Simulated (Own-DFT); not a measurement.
# Forces on the neighbours of a vacancy: hexagonal WC, 63 atoms (C32W31), with one W vacancy

All numbers below are calculated, not measured. They come from Own-DFT, an in-house plane-wave density functional program, since retired, whose code no person has reviewed. Each row is one single-point run on a periodic cell that was not relaxed, without spin or spin-orbit coupling.

Settings of every run: PBE; PseudoDojo norm-conserving scalar-relativistic files; cutoff 50 hartree; 4 x 4 x 4 k mesh centred on Gamma; cold (Marzari-Vanderbilt) smearing of 0.2 eV.

Known limits: forces on such cells moved up to 12 meV/angstrom on a denser k mesh; stress not checked against mesh or cutoff.

Cell vectors in Å: (5.833, -5.052, -2.839); (0.000, -5.052, 8.518); (-5.833, -5.052, -2.839). Every atom was also moved at random, by a Gaussian of width 0.05 Å on each axis. The defect's site can differ from row to row. The empty site has 6 nearest neighbours, all C. For each, d is its distance from the empty site and R the part of its force along the line away from it, positive outwards. The last column is the rms force component on atoms over 4.5 Å away.

| run | d1 (Å) | d2 (Å) | d3 (Å) | d4 (Å) | d5 (Å) | d6 (Å) | R1 (eV/Å) | R2 (eV/Å) | R3 (eV/Å) | R4 (eV/Å) | R5 (eV/Å) | R6 (eV/Å) | far F (eV/Å) |
|---|---|---|---|---|---|---|---|---|---|---|---|---|---|
| 1 | 2.194 | 2.210 | 2.212 | 2.231 | 2.259 | 2.293 | 1.88 | 1.21 | 1.43 | 1.37 | 1.15 | -0.42 | 1.08 |
| 2 | 2.063 | 2.104 | 2.223 | 2.228 | 2.258 | 2.263 | 2.34 | 2.22 | 1.01 | 1.20 | 0.25 | 0.78 | 1.33 |
| 3 | 2.135 | 2.150 | 2.167 | 2.178 | 2.198 | 2.210 | 1.57 | 1.69 | 1.55 | 1.67 | 0.79 | 1.55 | 1.11 |
| 4 | 2.167 | 2.195 | 2.219 | 2.221 | 2.224 | 2.266 | 1.60 | 1.08 | 0.92 | 0.01 | 0.99 | 0.65 | 1.21 |
| 5 | 2.145 | 2.177 | 2.211 | 2.244 | 2.248 | 2.307 | 1.61 | 1.07 | 1.19 | 0.91 | 0.52 | -0.22 | 1.15 |
| 6 | 2.134 | 2.152 | 2.157 | 2.197 | 2.240 | 2.284 | 1.94 | 1.83 | 1.96 | 1.40 | 1.23 | 0.60 | 1.29 |
| 7 | 2.152 | 2.170 | 2.178 | 2.190 | 2.212 | 2.216 | 1.66 | 1.41 | 1.89 | 1.69 | 1.68 | 1.48 | 1.21 |
| 8 | 2.144 | 2.170 | 2.214 | 2.238 | 2.250 | 2.262 | 1.67 | 1.19 | 0.69 | 0.61 | 0.68 | 0.62 | 1.19 |
| 9 | 2.132 | 2.173 | 2.175 | 2.190 | 2.203 | 2.274 | 1.49 | 1.34 | 1.25 | 0.78 | 1.63 | 0.44 | 1.52 |
| 10 | 2.141 | 2.182 | 2.223 | 2.230 | 2.233 | 2.245 | ? | ? | ? | ? | ? | ? | ? |

## Worked fit

A straight line through the 54 neighbours shown gives R = 1.20 - 9.7 (d - 2.202) eV/Å, with a scatter of 0.34 left by the moves of the other atoms. The slope, with an error of 0.9, is the pull back towards the neighbour's own site. The constant, 1.20 ± 0.05 eV/Å, is the force at the mean distance: with one bond gone, the neighbours are pushed outwards, away from the empty site. It shows how a relaxation would start, not where it would end, and it depends somewhat on the width of the random moves.

## Withheld run

Question: what mean R should the neighbours of run 10 feel? Their mean d is 2.209 Å.

The line gives 1.13 ± 0.19 eV/Å, by the scatter of the means of the runs shown. The calculation gave R = 1.29, 0.97, 0.92, 0.75, 0.70, 0.87, a mean of 0.92 eV/Å.
